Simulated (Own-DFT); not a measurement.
# Point defects and the pressure they add: 2H SiC

Everything here is calculated. The program is Own-DFT (plane waves, in-house, since retired, never reviewed by a person); positions were held fixed, and spin and spin-orbit coupling were off.

Settings: PBE; PseudoDojo norm-conserving scalar-relativistic files; cutoff 42 hartree; 4 x 4 x 3 k mesh centred on Gamma; Fermi-Dirac smearing of 0.1 eV.

Known weak points (not all hold for every row): some atoms lie very close together; not probed for a lower state with spin; forces on such cells passed a denser k mesh, each cell not checked; stress not checked against mesh or cutoff.

All runs share one cell, with vectors in Å (9.248, 0.000, 0.000); (-4.624, 8.009, 0.000); (0.000, 0.000, 10.068) and a volume of 745.7 Å³. The atoms are randomly displaced, by u rms on each axis. The defect's site can differ from row to row.

```
cell,formula,u (Å),P (GPa)
no defect,C36Si36,0.0312,3.98
no defect,C36Si36,0.0543,5.94
no defect,C36Si36,0.0613,6.38
one C on a Si site,C37Si35,0.0287,1.78
one C on a Si site,C37Si35,0.0498,3.28
one C on a Si site,C37Si35,0.0500,2.85
two N on a C site each,C34N2Si36,0.0290,2.89
two N on a C site each,C34N2Si36,0.0476,4.10
two N on a C site each,C34N2Si36,0.0503,4.22
one C on a Si site and one Si on a C site,C36Si36,0.0278,7.66
one C on a Si site and one Si on a C site,C36Si36,0.0341,7.65
one C on a Si site and one Si on a C site,C36Si36,0.0542,8.44
one Si on a C site,C35Si37,0.0289,10.29
one Si on a C site,C35Si37,0.0295,10.48
one Si on a C site,C35Si37,0.0490,?
one Si on a C site,C35Si37,0.0509,11.99
```

## Fit

P = P0 + c u² + a shift for each defect gives P0 = 3.49 GPa, c = 757 ± 78 GPa/Å² and a scatter of 0.27 GPa. The shifts, and each times the cell's volume:

- one Si on a C site: 6.34 ± 0.24 GPa, 29.5 eV
- one C on a Si site and one Si on a C site: 3.19 ± 0.23 GPa, 14.9 eV
- two N on a C site each: -1.18 ± 0.23 GPa, -5.5 eV (-2.7 eV for each of its 2 sites)
- one C on a Si site: -2.32 ± 0.23 GPa, -10.8 eV

A positive shift means that the defect pushes the cell outwards. Shift times volume (160.2 GPa Å³ is 1 eV) depends little on the cell's size, so, taken for each site, it can be compared between cells at like pressure. The atoms around the defects weren't relaxed, which would change these numbers.

## Test on the hidden row

The question: what pressure belongs in the blank (one Si on a C site, u = 0.0490 Å)?

Estimate: 11.65 ± 0.32 GPa. The calculation gave 12.02 GPa.
